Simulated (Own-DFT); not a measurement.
# Computed records: AlGa₃N₄ (wurtzite random alloy, strained, atoms displaced)

A calculation, not a measurement: plane-wave PBE density functional theory by an unreviewed code, no spin, of a simulated periodic cell, stress positive in tension, free energy of the whole cell less one offset for each atom, forces on such cells passed a denser k mesh, this cell's mesh not checked; offsets are fitted by least squares, one for each functional and potential file, so energies compare only between cells with the same atoms and settings and are not formation energies; the far tail of each file's local potential was reset to the Coulomb form; each entry is a single point on an unrelaxed cell, so the pressure reflects the starting lattice, mostly measured values, from which strain is counted, and rises with the displacements; printed positions are rounded, which can move forces by about a meV/angstrom; the program is a retired in-house code; no spin-orbit coupling. Program: Own-DFT development build.

### AlGa₃N₄ (wurtzite random alloy, strained, atoms displaced)

```
AlGa3N4
1.0
      9.2953     0.0000     0.0000
     -4.6476     8.0500     0.0000
      0.0000     0.0000    10.2685
Ga N Ga Al N Ga N Al Ga N Ga N Al Ga N Al Ga N Al Ga N Ga N Al N Ga N Ga N Ga N Al Ga N Ga N Ga N Ga Al N Ga N
2 2 1 1 2 2 2 1 1 2 2 2 1 1 2 1 1 2 1 1 2 2 2 2 2 2 2 2 2 2 2 1 1 2 2 2 2 2 1 1 2 2 2
Direct
  0.10018 0.21554 0.99916
  0.23686 0.12877 0.25511
  0.10905 0.22472 0.19120
  0.22448 0.11255 0.43972
  0.11435 0.21878 0.49447
  0.21356 0.10876 0.74581
  0.11250 0.21385 0.67829
  0.21606 0.08834 0.93632
  0.12602 0.56957 0.00112
  0.22308 0.44840 0.25713
  0.10336 0.55204 0.18927
  0.22101 0.43410 0.44249
  0.11691 0.55029 0.49912
  0.22060 0.45414 0.74645
  0.11281 0.55711 0.69511
  0.21463 0.44939 0.94640
  0.11176 0.90087 0.99008
  0.22793 0.78157 0.24650
  0.11071 0.89472 0.18700
  0.22396 0.77795 0.44063
  0.10547 0.89463 0.50861
  0.22236 0.77707 0.74361
  0.10818 0.87942 0.68709
  0.21730 0.76852 0.94276
  0.44173 0.21640 0.99958
  0.57086 0.12026 0.24826
  0.43982 0.22024 0.19220
  0.55639 0.10222 0.43616
  0.43843 0.21619 0.50514
  0.55474 0.10301 0.75344
  0.44598 0.22422 0.67877
  0.54769 0.10060 0.94236
  0.44095 0.55088 0.00297
  0.55373 0.44863 0.25205
  0.44227 0.56452 0.19091
  0.55458 0.44343 0.43231
  0.44541 0.56224 0.49761
  0.55105 0.44298 0.74731
  0.44580 0.56589 0.68961
  0.55239 0.43774 0.93677
  0.44944 0.89640 0.00146
  0.54956 0.78113 0.25411
  0.43422 0.88901 0.18504
  0.55646 0.77892 0.44017
  0.45074 0.89606 0.50678
  0.54892 0.78199 0.75257
  0.45534 0.88646 0.68303
  0.55080 0.77959 0.93505
  0.78237 0.22447 0.99054
  0.88102 0.11107 0.24298
  0.76860 0.22132 0.19425
  0.89251 0.11445 0.44107
  0.77239 0.22032 0.50507
  0.88584 0.11053 0.73824
  0.78031 0.22375 0.69267
  0.89341 0.11957 0.94072
  0.77398 0.54693 0.99671
  0.88196 0.44196 0.24500
  0.76941 0.55169 0.18877
  0.89090 0.44682 0.43863
  0.77642 0.55630 0.49609
  0.89604 0.44002 0.74884
  0.77471 0.55111 0.68303
  0.88015 0.43643 0.92663
  0.77227 0.88591 0.99683
  0.88206 0.77694 0.24954
  0.78360 0.89728 0.19037
  0.89717 0.78394 0.44585
  0.77973 0.88571 0.49392
  0.88313 0.77462 0.76106
  0.77347 0.89299 0.69491
  0.88085 0.77467 0.93261
```

Here we set functional PBE, potential files PseudoDojo norm-conserving, scalar-relativistic, standard set with the stringent files for Ga, wave cutoff 96 hartree, occupations Gaussian, smearing width 0.01 eV and k mesh 4 x 4 x 3 centred on Gamma.

It finds free energy of cell above offsets -3.952 eV; pressure 18.77 GPa; stress xx -20.79 GPa; stress yy -23.7 GPa; stress zz -11.82 GPa; stress yz 2.18 GPa; stress xz 0.34 GPa; stress xy -0.33 GPa.

Force:
| element | x (eV/Å) | y (eV/Å) | z (eV/Å) |
| --- | --- | --- | --- |
| Ga | 2.656 | 1.678 | 1.204 |
| Ga | -2.53 | -3.185 | -0.038 |
| N | 0.244 | 0.267 | -0.5 |
| N | 1.327 | -1.155 | 0.573 |
| Ga | -0.913 | -0.622 | 0.514 |
| Al | 1.888 | -0.641 | 0.404 |
| N | -0.693 | 1.318 | 1.803 |
| N | 0.17 | 10.19 | -3.861 |
| Ga | -2.571 | -3.281 | 1.944 |
| Ga | -0.871 | -0.49 | -0.909 |
| N | 0.609 | 0.447 | -0.101 |
| N | 0.091 | 3.035 | 0.114 |
| Al | -1.563 | 0.954 | -0.101 |
| Ga | 2.379 | -2.245 | 1.483 |
| N | -0.519 | 0.184 | -3.218 |
| N | 2.671 | -2.161 | -2.048 |
| Ga | 0.158 | -8.889 | 4.54 |
| Ga | -3.135 | -0.724 | 1.485 |
| N | -0.912 | -0.535 | 0.146 |
| N | -0.604 | -0.426 | 0.779 |
| Al | 2.228 | -0.687 | -1.512 |
| Ga | 0.695 | 0.63 | 1.591 |
| N | -1.065 | 2.081 | 0.301 |
| N | -0.367 | 4.538 | -2.536 |
| Al | -0.542 | -0.02 | 0.557 |
| Ga | -5.157 | -3.154 | 1.769 |
| N | 2.439 | 1.589 | -2.587 |
| N | -0.767 | 2.944 | 0.655 |
| Al | 1.109 | 0.736 | -2.289 |
| Ga | -0.846 | 1.23 | -0.205 |
| N | -0.715 | -0.601 | 2.452 |
| N | -0.247 | 3.543 | -1.27 |
| Ga | -0.197 | 0.478 | -0.279 |
| Ga | -0.551 | -0.613 | -0.653 |
| N | 0.637 | -0.834 | -0.444 |
| N | -1.26 | -0.49 | 2.096 |
| Al | 0.739 | -1.096 | 0.685 |
| Al | 0.437 | 0.452 | -0.246 |
| N | 1.039 | -1.964 | -1.259 |
| N | -0.931 | -1.001 | -0.767 |
| Ga | -0.852 | -3.268 | 0.832 |
| Ga | 0.424 | 1.012 | -0.378 |
| N | 2.834 | 1.52 | 0.072 |
| N | -0.162 | -0.754 | -0.221 |
| Ga | -0.74 | -1.745 | -1.936 |
| Ga | 3.004 | -1.105 | 0.795 |
| N | -3.597 | 1.392 | 1.022 |
| N | 0.437 | -0.707 | 1.041 |
| Ga | -1.389 | -0.222 | 1.634 |
| Ga | 1.333 | 1.293 | 2.004 |
| N | 3.659 | 1.864 | -3.521 |
| N | -1.688 | -0.058 | -0.482 |
| Al | 0.849 | 0.576 | -0.887 |
| Ga | 1.521 | 0.464 | 1.479 |
| N | -1.146 | -0.679 | -1.894 |
| N | -0.741 | -2.587 | -1.803 |
| Ga | 0.139 | 0.784 | 0.445 |
| Ga | 0.542 | 0.909 | 1.532 |
| N | 0.349 | 1.751 | -0.686 |
| N | 0.98 | -1.127 | 0.439 |
| Ga | 0.429 | -0.049 | 0.698 |
| Ga | -2.322 | 1.187 | -0.726 |
| N | -0.607 | -0.133 | 1.226 |
| N | 0.719 | 1.533 | 2.098 |
| Ga | -0.037 | 0.581 | 0.596 |
| Al | 1.824 | 0.754 | 0.179 |
| N | -0.6 | -2.578 | -0.755 |
| N | -0.224 | -0.755 | -2.428 |
| Ga | -0.707 | 1.066 | 1.604 |
| Ga | -0.202 | -0.495 | -4 |
| N | 0.909 | -1.591 | -1.324 |
| N | 0.501 | -0.315 | 3.072 |
